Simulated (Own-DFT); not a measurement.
# A layer strained by its substrate: grey tin, 32 atoms (Sn32)

Source: density functional calculations with Own-DFT, an unreviewed in-house program that is no longer used. Nothing was measured or relaxed, and spin and spin-orbit coupling are left out.

Settings: PBE; PseudoDojo norm-conserving scalar-relativistic files; cutoff 42 hartree; 3 x 3 x 5 k mesh centred on Gamma; cold (Marzari-Vanderbilt) smearing of 0.2 eV.

Known weak points: forces on such cells failed a check on a denser k mesh; stress not checked against mesh or cutoff.

Unstrained cell vectors in Å: (12.978, 0.000, 0.000); (0.000, 12.978, 0.000); (0.000, 0.000, 6.489). The unstrained cell has measured lattice constants (interpolated for alloys), not those of this functional. That, the random moves and any unrelaxed bonds set the pressure at no strain. Each run strains x and y alike by e, as a substrate would, and holds the height along z. Each atom got a random Gaussian move of width 0.05 Å along each axis. Stress is positive in tension.

```
e (%),u (Å),(s_xx + s_yy)/2 (GPa),s_zz (GPa)
-2.50,0.052,-6.88,-6.08
-2.00,0.049,-6.12,-5.44
-1.50,0.050,-5.37,-5.06
-1.00,0.051,-4.76,-4.51
-0.50,0.048,-4.20,-3.98
0.25,0.046,?,?
0.75,0.044,-2.74,-2.93
1.75,0.045,-1.73,-2.16
2.25,0.047,-1.33,-1.88
2.50,0.053,-1.10,-1.78
```

## Worked fit

With e as a fraction, the in-plane stress is -3.6 + 115 e - 677 e² GPa (errors 1 and 59, scatter 0.04), and s_zz is -3.6 + 87 e - 569 e² GPa (slope ± 1, scatter 0.05). At e = 0 the first slope is C11 + C12 and the second 2 C12, both with the ions held to the strained lattice and at the cell's own pressure. The term in e² is negative: the layer stiffens under compression and softens under tension. A free layer would change its height as e changes, and the in-plane slope would drop by 2 C12²/C11 to the biaxial modulus. At fixed height, a misfit of 1 % moves the in-plane stress by about 1.1 GPa and s_zz by 0.9 GPa.

## Test on the hidden row

Q: what are the two stresses at e = 0.25 %?

The fit gives -3.3 and -3.3 GPa. DFT gave -3.31 and -3.47 GPa.
